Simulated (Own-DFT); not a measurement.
# How strain changes the stress of wurtzite AlGaN with randomly placed atoms, 72 atoms (Al9Ga27N36)

These are calculations, not measurements. The program, named Own-DFT, is a retired in-house plane-wave density functional code that no person has reviewed. Each row is one single-point run on a periodic cell that was not relaxed, without spin or spin-orbit coupling.

Settings of every run: PBE; PseudoDojo norm-conserving scalar-relativistic files (stringent for Ga); cutoff 96 hartree; 4 x 4 x 3 k mesh centred on Gamma; Gaussian smearing of 0.01 eV.

Known limits: forces on such cells passed a denser k mesh, each cell not checked; stress not checked against mesh or cutoff.

Unstrained cell vectors in Å: (9.509, 0.000, 0.000); (-4.755, 8.235, 0.000); (0.000, 0.000, 10.268). The unstrained cell has measured lattice constants (interpolated for alloys), not those of this functional. That, the random moves and any unrelaxed bonds set the pressure at no strain. Each run strains this cell uniformly, with the atoms carried along. Every atom was also moved at random, by a Gaussian of width 0.05 Å on each axis. The random placing of the alloy's atoms differs from row to row. Strain is the symmetric tensor, in per cent. Stress is positive in tension, and the pressure is minus a third of its trace.

| run | e_xx (%) | e_yy (%) | e_zz (%) | s_xx (GPa) | s_yy (GPa) | s_zz (GPa) | P (GPa) | E (meV/atom) |
|---|---|---|---|---|---|---|---|---|
| 1 | 0.00 | 0.00 | -2.00 | -6.51 | -9.02 | -17.97 | 11.17 | 22.1 |
| 2 | 0.00 | 0.00 | 1.00 | -6.89 | -5.11 | -3.90 | 5.30 | 15.5 |
| 3 | 0.00 | 0.00 | 1.50 | -5.26 | -7.29 | -1.13 | 4.56 | 14.3 |
| 4 | 0.00 | 0.00 | 2.00 | -5.55 | -6.25 | 1.93 | 3.29 | 9.6 |
| 5 | 0.00 | 0.00 | -0.50 | -6.93 | -7.92 | -10.93 | 8.60 | 40.1 |
| 6 | 0.00 | 0.00 | -1.00 | -9.38 | -7.63 | -10.12 | 9.04 | 12.4 |
| 7 | 0.00 | 0.00 | 0.75 | -8.55 | -5.69 | -3.34 | 5.86 | 19.3 |
| 8 | 0.00 | 0.00 | 3.00 | -4.08 | -4.25 | 4.61 | 1.24 | 0.0 |
| 9 | 0.00 | 0.00 | 1.75 | ? | ? | ? | ? | ? |

E is the free energy for each atom above the lowest run shown.

## Worked fit

The change of volume is close to e_xx + e_yy + e_zz. A straight line through the runs shown gives P = 7.30 - 197 x (fractional change of volume) GPa, with an error of 4 on the slope and a scatter of 0.20 GPa. The strain isn't the same on all axes and the cell isn't cubic, so the slope belongs to this path and is not the bulk modulus.

## Withheld run

Question: what pressure should run 9 give? Its volume changes by 1.75 %.

The line gives 3.8 GPa. The calculation gave 3.41 GPa.
